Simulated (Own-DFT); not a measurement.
# Response to strain: C40 NbSi2, 36 atoms (Nb12Si24)

Everything here is calculated. The program is Own-DFT (plane waves, in-house, since retired, never reviewed by a person); positions were held fixed, and spin and spin-orbit coupling were off.

Settings: PBE; PseudoDojo norm-conserving scalar-relativistic files; cutoff 42 hartree; 4 x 4 x 5 k mesh centred on Gamma; cold (Marzari-Vanderbilt) smearing of 0.2 eV.

Keep in mind: forces on such cells failed a check on a denser k mesh; stress not checked against mesh or cutoff.

Unstrained cell vectors in Å: (0.000, 8.324, 0.000); (-9.613, 0.000, 0.000); (0.000, 0.000, 6.586). The unstrained cell was taken from the Materials Project. The random moves and any unrelaxed bonds add to the pressure at no strain. The cell is deformed uniformly in each run, and the atoms keep their fractional places. Random moves of width 0.05 Å per axis were added to every atom. Stress is counted positive in tension, P = -(s_xx + s_yy + s_zz)/3, and strain components are those of the symmetric tensor.

```
run,e_xx (%),e_yy (%),e_zz (%),e_yz (%),e_xz (%),e_xy (%),s_xx (GPa),s_yy (GPa),s_zz (GPa),s_yz (GPa),s_xz (GPa),s_xy (GPa),P (GPa),E (meV/atom)
1,1.72,-0.69,1.94,-1.77,0.88,-1.03,4.21,-1.76,5.42,-5.08,2.10,-2.55,-2.62,0.8
2,-0.30,1.43,1.70,-2.00,-1.60,-0.22,-0.97,3.32,3.87,-5.67,-4.53,-0.75,-2.07,10.8
3,-1.80,1.10,0.48,0.21,1.98,-0.33,-8.19,0.72,-2.55,1.18,6.29,-1.95,3.34,13.0
4,1.44,1.71,-1.32,-0.13,0.01,-0.03,2.11,3.51,-7.78,-0.10,0.85,-0.84,0.72,18.8
5,0.76,1.04,-0.97,-0.77,-1.98,0.50,0.63,1.12,-6.63,-2.21,-6.30,1.39,1.63,0.0
6,1.48,-1.98,-1.80,-1.43,-0.25,-1.40,0.05,-10.79,-12.65,-5.06,-0.95,-3.51,7.80,21.5
7,0.10,-1.02,-1.37,-0.74,-0.33,1.04,-4.37,-7.18,-11.73,-2.97,-0.09,2.93,7.76,22.9
8,-1.51,0.39,-0.92,-1.23,1.91,-1.58,-9.07,-3.06,-10.80,-3.21,6.78,-4.57,7.64,40.6
9,1.85,-1.66,1.77,-1.35,-1.39,1.77,3.13,-6.42,3.94,-4.01,-4.33,4.92,-0.22,23.8
10,-0.97,1.02,1.07,1.38,-1.76,-1.40,-4.06,0.82,1.04,4.13,-5.47,-4.11,0.73,10.6
11,-0.26,1.77,0.97,-1.33,1.82,1.62,-1.85,3.59,1.45,-3.77,5.66,4.65,-1.06,17.0
12,-0.59,0.65,-0.26,-0.98,-0.03,-1.73,-5.13,-0.78,-5.49,-2.99,-0.08,-5.15,3.80,18.1
13,0.12,0.01,-1.53,-1.19,0.75,-1.98,-3.71,-3.04,-10.48,-3.39,2.01,-5.78,5.74,14.4
14,-0.81,-1.30,-0.79,2.00,-1.28,1.31,-7.20,-8.83,-9.58,7.05,-3.72,3.95,8.53,25.4
15,0.09,-1.87,-0.46,1.85,1.26,-0.32,?,?,?,?,?,?,?,?
```

E is the free energy for each atom above the lowest run shown.

## What the rows give

Regress every stress component on the fractional strains (shears doubled) of the visible runs, with a constant. Shear strains stay in the fit of a normal stress only where such slopes are resolved. The slopes, in GPa:

| stress | at no strain | per e_xx | per e_yy | per e_zz | scatter |
|---|---|---|---|---|---|
| s_xx | -2.9 | 356 ± 13 | 78 ± 12 | 75 ± 11 | 0.52 |
| s_yy | -2.7 | 73 ± 12 | 365 ± 12 | 73 ± 10 | 0.49 |
| s_zz | -4.3 | 98 ± 14 | 87 ± 13 | 453 ± 12 | 0.56 |

The slope of each shear stress on twice its own strain, from a fit on all six strains: yz 159 ± 8, xz 154 ± 6, xy 141 ± 5 GPa. These are stiffnesses along x, y and z of the frame in which the cell vectors are given, which need not be the crystal's axes. These are clamped-ion slopes: internal relaxation, where symmetry allows it, would soften some. Slopes across the diagonal should nearly agree, so their difference gauges the noise. A ninth of the table's sum, 184 ± 5 GPa, estimates the bulk modulus near the mean pressure of these runs, 3.0 GPa, so it lies above the value at zero pressure.

## Check

Asked: what normal stresses and pressure should run 15 give?

The fit gives s_xx = -4.3, s_yy = -9.8, s_zz = -7.9 and P = 7.4 GPa. The calculation gave -3.85, -10.62, -8.13 and P = 7.53 GPa.
